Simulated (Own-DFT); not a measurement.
# Strain and stress in C40 NbSi2, 36 atoms (Nb12Si24)

Calculated, not measured: single-point runs of Own-DFT, a retired in-house plane-wave DFT program that no person has reviewed, on unrelaxed cells, without spin or spin-orbit coupling.

All runs used: PBE; PseudoDojo norm-conserving scalar-relativistic files; cutoff 42 hartree; 4 x 4 x 5 k mesh centred on Gamma; cold (Marzari-Vanderbilt) smearing of 0.2 eV.

Known weak points: forces on such cells failed a check on a denser k mesh; stress not checked against mesh or cutoff.

Unstrained cell vectors in Å: (0.000, 8.324, 0.000); (-9.613, 0.000, 0.000); (0.000, 0.000, 6.586). The unstrained cell was taken from the Materials Project. The random moves and any unrelaxed bonds add to the pressure at no strain. Each run strains this cell uniformly, with the atoms carried along. Each atom got a random Gaussian move of width 0.05 Å along each axis. Strain is the symmetric tensor, in per cent. Stress is positive in tension, and the pressure is minus a third of its trace.

```
run,e_xx (%),e_yy (%),e_zz (%),e_yz (%),e_xz (%),e_xy (%),s_xx (GPa),s_yy (GPa),s_zz (GPa),s_yz (GPa),s_xz (GPa),s_xy (GPa),P (GPa),E (meV/atom)
1,1.81,-0.82,0.38,-1.13,-0.33,1.15,3.65,-3.94,-1.27,-3.36,-1.16,2.50,0.52,10.7
2,1.83,1.14,1.40,-0.56,1.36,1.54,5.50,4.31,4.98,-1.80,3.41,3.71,-4.93,0.0
3,0.65,-0.61,1.18,0.27,-1.43,1.66,-0.18,-2.19,1.83,0.97,-3.89,5.23,0.18,2.2
4,-0.79,-0.18,0.51,-1.64,-1.52,-1.34,-5.06,-3.19,-2.73,-5.62,-5.06,-3.93,3.66,21.7
5,-1.19,-1.14,1.73,1.25,0.61,-0.60,-6.38,-5.95,2.64,3.62,2.18,-1.99,3.23,8.0
6,1.72,-1.77,-1.00,0.64,-1.40,0.17,1.94,-9.08,-9.48,2.36,-4.58,0.19,5.54,27.6
7,1.98,1.35,0.72,-0.45,0.77,0.93,5.36,4.04,1.93,-0.62,2.20,2.40,-3.78,13.2
8,1.70,-0.56,0.49,0.39,-1.82,0.94,3.24,-2.48,-1.13,0.99,-5.24,2.68,0.12,12.5
9,1.93,-0.01,-0.99,-1.14,-0.80,0.83,3.43,-1.13,-6.83,-3.22,-2.78,2.05,1.51,6.2
10,-0.16,-0.30,-0.62,1.62,1.55,-1.71,-4.42,-4.55,-7.41,5.91,5.23,-5.00,5.46,32.0
11,-0.17,-1.03,-1.63,-1.98,1.54,0.24,-5.07,-7.44,-14.03,-6.29,5.63,0.99,8.85,34.7
12,-1.45,1.39,-1.13,0.39,1.28,-1.16,-8.51,0.20,-9.99,1.01,4.54,-3.37,6.10,43.9
13,-0.21,-0.67,-1.69,-0.50,1.08,-0.25,-5.33,-6.42,-13.21,-2.19,3.12,-0.34,8.32,26.9
14,1.72,0.64,-1.80,1.81,-1.78,0.07,2.52,-1.04,-10.99,6.18,-4.91,0.18,3.17,33.7
15,1.57,-1.57,-1.54,-1.69,-0.65,-0.88,?,?,?,?,?,?,?,?
```

E is the free energy per atom, counted from the lowest run shown.

## Analysis

Least squares on the runs shown: each stress against a constant and the strains, taken as fractions with shears doubled. Shear strains stay in the fit of a normal stress only where such slopes are resolved. The slopes, in GPa:

| stress | at no strain | per e_xx | per e_yy | per e_zz | scatter |
|---|---|---|---|---|---|
| s_xx | -2.9 | 365 ± 5 | 44 ± 7 | 75 ± 5 | 0.23 |
| s_yy | -2.4 | 73 ± 11 | 352 ± 15 | 97 ± 12 | 0.52 |
| s_zz | -4.3 | 86 ± 9 | 84 ± 11 | 497 ± 9 | 0.40 |

The slope of each shear stress on twice its own strain, from a fit on all six strains: yz 162 ± 5, xz 152 ± 6, xy 157 ± 8 GPa. These are stiffnesses along x, y and z of the frame in which the cell vectors are given, which need not be the crystal's axes. The atoms are held to the strained lattice; where symmetry lets them move under strain, relaxing them would lower some slopes. The table should be nearly symmetric about its diagonal, and what it lacks of that shows the noise. A ninth of the table's sum, 186 ± 8 GPa, estimates the bulk modulus near the mean pressure of these runs, 2.7 GPa, so it lies above the value at zero pressure.

## Check

Q: what normal stresses and pressure should run 15 give?

From the fit: s_xx = 1.0, s_yy = -8.3, s_zz = -11.8 and P = 6.4 GPa. The run itself gave 1.27, -8.68, -12.27 and P = 6.56 GPa.
